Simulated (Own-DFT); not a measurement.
# How strain changes the stress of wurtzite GaN, 96 atoms (Ga48N48)

All numbers below are calculated, not measured. The program, named Own-DFT, is a retired in-house plane-wave density functional code that no person has reviewed. Each row is one single-point run on a periodic cell that was not relaxed, without spin or spin-orbit coupling.

Settings of every run: PBE; PseudoDojo norm-conserving scalar-relativistic files (stringent for Ga); cutoff 96 hartree; 3 x 4 x 3 k mesh centred on Gamma; Gaussian smearing of 0.01 eV.

Known limits: forces on such cells passed a denser k mesh, each cell not checked; stress not checked against mesh or cutoff.

Unstrained cell vectors in Å: (12.756, 0.000, 0.000); (-4.784, 8.285, 0.000); (0.000, 0.000, 10.370). The unstrained cell has measured lattice constants (interpolated for alloys), not those of this functional. That, the random moves and any unrelaxed bonds set the pressure at no strain. Each run strains this cell uniformly, with the atoms carried along. Every atom was also moved at random, by a Gaussian of width 0.05 Å on each axis. Strain is the symmetric tensor, in per cent. Stress is positive in tension, and the pressure is minus a third of its trace.

```
run,e_xx (%),e_yy (%),e_zz (%),e_yz (%),e_xz (%),e_xy (%),s_xx (GPa),s_yy (GPa),s_zz (GPa),s_yz (GPa),s_xz (GPa),s_xy (GPa),P (GPa),E (meV/atom)
1,1.01,-0.78,1.54,-1.11,-0.08,-1.77,-1.53,-8.28,-1.57,-2.67,-0.14,-3.69,3.79,8.6
2,1.72,-0.46,-0.24,-1.74,0.17,-1.91,-0.93,-6.73,-8.72,-4.13,0.19,-4.83,5.46,18.7
3,1.13,0.79,0.73,0.93,-1.85,0.72,-0.44,-2.88,-2.89,2.37,-3.79,1.56,2.07,0.0
4,0.56,1.87,-1.38,-0.05,-1.65,0.01,-3.17,0.14,-12.69,0.58,-3.32,-0.29,5.24,11.9
5,0.08,-1.41,-1.20,-0.21,0.39,-0.23,-9.28,-13.06,-14.32,-0.21,0.69,-0.69,12.22,20.0
6,-0.02,-1.20,0.73,0.20,1.96,0.76,-7.94,-10.89,-5.47,0.29,4.75,2.02,8.10,11.9
7,1.52,-1.21,-0.97,-0.24,-0.99,-0.33,-3.06,-12.89,-11.92,-1.58,-2.12,-1.65,9.29,39.1
8,0.40,-1.83,0.26,-0.02,-0.55,-1.54,-6.97,-14.07,-6.91,-0.31,-0.68,-5.28,9.32,9.5
9,-1.00,-0.31,1.28,-1.68,0.34,-1.17,-10.12,-9.37,-2.27,-3.69,0.72,-3.24,7.25,14.1
10,-0.99,0.98,0.55,-1.58,-1.80,-0.23,-8.87,-4.77,-5.15,-3.04,-4.08,-0.46,6.26,14.9
11,0.07,1.88,-0.41,-0.47,0.93,-1.61,-3.13,-0.29,-9.93,-1.03,1.93,-4.10,4.45,17.0
12,1.05,1.61,1.45,0.49,-1.11,-1.89,-1.77,2.37,-1.45,0.78,-2.87,-5.96,0.29,15.2
13,-0.65,-0.56,1.69,-0.35,0.61,-1.97,-9.98,-8.21,-1.44,-0.53,1.58,-6.14,6.54,21.7
14,-1.38,1.81,-0.76,-1.99,-0.30,-1.87,-12.09,-2.50,-10.38,-3.97,-1.18,-6.37,8.33,26.9
15,-1.28,1.90,1.24,1.86,1.29,0.50,-8.72,-0.43,-1.56,3.87,2.04,2.59,3.57,7.5
16,-1.44,1.30,-1.08,1.29,-1.09,-0.62,-12.71,-4.61,-12.41,2.99,-2.95,-1.96,9.91,23.0
17,-0.26,0.00,0.69,-0.97,1.68,0.05,?,?,?,?,?,?,?,?
```

E is the free energy for each atom above the lowest run shown.

## Worked fit

Each stress component was fitted by least squares to a constant and the strains of the runs shown, as fractions, with shears doubled. Shear strains stay in the fit of a normal stress only where such slopes are resolved. The slopes, in GPa:

| stress | at no strain | per e_xx | per e_yy | per e_zz | scatter |
|---|---|---|---|---|---|
| s_xx | -7.0 | 410 ± 25 | 114 ± 20 | 70 ± 24 | 0.98 |
| s_yy | -7.4 | 117 ± 20 | 401 ± 16 | 86 ± 19 | 0.78 |
| s_zz | -7.9 | 22 ± 17 | 42 ± 13 | 434 ± 16 | 0.65 |

Each shear stress against twice its own strain: yz 104 ± 6, xz 107 ± 5, xy 150 ± 12 GPa. These are stiffnesses along x, y and z of the frame in which the cell vectors are given, which need not be the crystal's axes. The atoms are held to the strained lattice; where symmetry lets them move under strain, relaxing them would lower some slopes. The table should be nearly symmetric about its diagonal, and what it lacks of that shows the noise. A ninth of its sum, 188 ± 5 GPa, estimates the bulk modulus near the mean pressure of these runs, 6.4 GPa, so it lies above the value at zero pressure.

## Withheld run

Question: what normal stresses and pressure should run 17 give?

The fit gives s_xx = -7.5, s_yy = -7.1, s_zz = -4.9 and P = 6.5 GPa. The calculation gave -7.77, -6.77, -5.21 and P = 6.58 GPa.
